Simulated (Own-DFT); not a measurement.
# A change of arrangement and its cost: Ga48P48, 96 atoms

These are calculations, not measurements. The program, named Own-DFT, is a retired in-house plane-wave density functional code that no person has reviewed. Each row is one single-point run on a periodic cell that was not relaxed, without spin or spin-orbit coupling.

Settings of every run: PBE; PseudoDojo norm-conserving scalar-relativistic files; cutoff 42 hartree; 2 x 3 x 3 k mesh centred on Gamma; Fermi-Dirac smearing of 0.1 eV.

Known limits, some of them of some rows only: not probed for a lower state with spin; forces on such cells failed a check on a denser k mesh; forces on such cells passed a denser k mesh, each cell not checked; stress not checked against mesh or cutoff.

All cells hold the same atoms in the same cell, with vectors in Å (16.352, 0.000, 0.000); (0.000, 10.901, 0.000); (0.000, 0.000, 10.901). Every atom was moved at random from its ideal site; u is the rms move along one axis. The defect's site can differ from row to row. E is the free energy of the cell above the lowest run. The arrangements:

- A: zincblende GaP
- B: zincblende GaP, with one Ga on a P site and one P on a Ga site, 2.4 Å apart

| arrangement | u (Å) | E (eV) | P (GPa) |
|---|---|---|---|
| A | 0.0187 | 0.000 | 2.70 |
| A | 0.0200 | 0.106 | 2.73 |
| A | 0.0210 | 0.104 | 2.72 |
| A | 0.0495 | 3.633 | 3.26 |
| A | 0.0515 | 3.342 | 3.17 |
| A | 0.0537 | 4.104 | 3.32 |
| B | 0.0273 | 3.870 | 2.91 |
| B | 0.0301 | 4.023 | 2.94 |
| B | 0.0302 | 4.043 | 2.96 |
| B | 0.0484 | 6.787 | 3.41 |
| B | 0.0492 | 6.291 | 3.24 |
| B | 0.0515 | 6.798 | 3.33 |

Question: once the cost of the random moves is taken out, how do the arrangements rank?

## Worked answer

Fit E = a + b u², with one b for all and one a for each arrangement, and with residuals divided by u², since the noise grows with the moves. Then b = 1605 eV/Å², the scatter at u = 0.04 Å is 0.16 eV, and against A:

- B: 3.19 ± 0.06 eV (higher)

These are energies of unrelaxed cells. Relaxing the atoms lowers the strained arrangements most, so the gaps would shrink and small ones could change sign.
